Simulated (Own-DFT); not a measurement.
# Response to strain: 2H SiC, 32 atoms (C16Si16)

These are calculations, not measurements. The program, named Own-DFT, is a retired in-house plane-wave density functional code that no person has reviewed. Each row is one single-point run on a periodic cell that was not relaxed, without spin or spin-orbit coupling.

Settings of every run: PBE; PseudoDojo norm-conserving scalar-relativistic files; cutoff 42 hartree; 5 x 5 x 3 k mesh centred on Gamma; Fermi-Dirac smearing of 0.1 eV.

Known limits: forces on such cells passed a denser k mesh, each cell not checked; stress not checked against mesh or cutoff.

Unstrained cell vectors in Å: (6.165, 0.000, 0.000); (-3.083, 5.339, 0.000); (0.000, 0.000, 10.068). The unstrained cell has measured lattice constants (interpolated for alloys), not those of this functional. That, the random moves and any unrelaxed bonds set the pressure at no strain. Each run strains this cell uniformly, with the atoms carried along. Every atom was also moved at random, by a Gaussian of width 0.05 Å on each axis. Strain is the symmetric tensor, in per cent. Stress is positive in tension, and the pressure is minus a third of its trace.

```
run  e_xx (%)  e_yy (%)  e_zz (%)  e_yz (%)  e_xz (%)  e_xy (%)  s_xx (GPa)  s_yy (GPa)  s_zz (GPa)  s_yz (GPa)  s_xz (GPa)  s_xy (GPa)  P (GPa)  E (meV/atom)
  1      1.05     -0.06     -0.92     -0.41      1.78      0.62       -1.32       -4.65      -12.24       -1.54        5.83        5.48     6.07          52.3
  2      1.24      0.80     -0.52     -0.66      0.29     -1.86        0.65       -0.02       -9.03       -1.61        1.94       -8.16     2.80          44.0
  3     -0.48     -0.52      0.50      0.20      0.01     -1.63       -5.57       -7.75       -5.92        1.15       -0.84       -7.63     6.41          21.8
  4      1.76     -0.16      1.90      0.26     -1.36      0.62        3.00       -1.38        1.80        1.29       -3.77        3.24    -1.14          50.6
  5      0.41      1.76      1.97     -1.56      1.03      0.35        0.42        4.17        4.57       -5.47        3.16        3.10    -3.05          24.7
  6      0.64     -0.01      0.38      1.02      1.20     -0.70       -0.77       -4.22       -5.70        4.37        4.06       -4.70     3.56          35.2
  7     -0.44      0.23      1.71      0.99     -1.29      1.12       -5.13       -5.97        2.61        3.48       -5.73        6.46     2.83          39.4
  8     -1.02     -1.09      0.61     -0.63     -0.42     -1.79      -13.22      -10.52       -3.81       -0.91       -0.89       -7.31     9.18          53.4
  9      1.47      1.18     -1.64      1.21     -0.62      1.19        5.35       -0.11      -16.77        1.57       -2.10        4.39     3.84          56.8
 10     -0.15      1.35      1.52     -0.34     -1.17     -0.16       -2.34        2.20        2.19       -1.28       -3.40       -1.28    -0.68          18.8
 11     -1.46      1.74     -1.55      0.24     -0.30     -1.21      -15.57        2.38      -16.38       -0.80       -2.01       -6.78     9.86          85.3
 12     -0.98      1.39      1.17      1.14     -0.70      0.73       -6.68        1.75        0.79        4.58       -2.86        3.72     1.38           0.0
 13      1.86      1.14      1.91      0.60      1.08     -1.85        7.80        5.65       -0.84        1.95        3.79       -7.44    -4.20          39.1
 14     -0.01     -0.84     -0.95     -1.89      0.71     -1.18       -5.08      -10.61      -12.38       -6.27        2.20       -5.55     9.36          28.7
 15      0.04     -0.70      0.48      1.97      0.11     -0.36       -4.60       -6.72       -8.22        6.73       -0.40       -1.61     6.51          58.2
 16     -0.76      1.52     -1.44      1.48     -0.07      0.72       -8.22        2.27      -17.98        5.58        1.12        3.97     7.97          60.6
 17     -1.14     -1.64     -1.19     -1.26      1.43      0.19      -10.67      -20.86      -15.00       -5.03        5.03       -1.43    15.51          64.3
 18      1.23     -1.87     -1.93     -1.04     -1.32     -1.71           ?           ?           ?           ?           ?           ?        ?             ?
```

E is the free energy for each atom above the lowest run shown.

## Worked fit

Each stress component was fitted by least squares to a constant and the strains of the runs shown, as fractions, with shears doubled. Shear strains stay in the fit of a normal stress only where such slopes are resolved. The slopes, in GPa:

| stress | at no strain | per e_xx | per e_yy | per e_zz | scatter |
|---|---|---|---|---|---|
| s_xx | -4.7 | 525 ± 47 | 72 ± 45 | 67 ± 38 | 1.95 |
| s_yy | -5.5 | 138 ± 45 | 552 ± 44 | 76 ± 36 | 1.88 |
| s_zz | -8.0 | -36 ± 42 | 30 ± 41 | 561 ± 34 | 1.75 |

Each shear stress against twice its own strain: yz 175 ± 11, xz 161 ± 13, xy 237 ± 16 GPa. These are stiffnesses along x, y and z of the frame in which the cell vectors are given, which need not be the crystal's axes. The atoms are held to the strained lattice; where symmetry lets them move under strain, relaxing them would lower some slopes. The table should be nearly symmetric about its diagonal, and what it lacks of that shows the noise. A ninth of its sum, 220 ± 7 GPa, estimates the bulk modulus near the mean pressure of these runs, 4.5 GPa, so it lies above the value at zero pressure.

## Withheld run

Question: what normal stresses and pressure should run 18 give?

The fit gives s_xx = -0.9, s_yy = -15.6, s_zz = -19.8 and P = 12.1 GPa. The calculation gave -0.24, -15.85, -21.46 and P = 12.52 GPa.
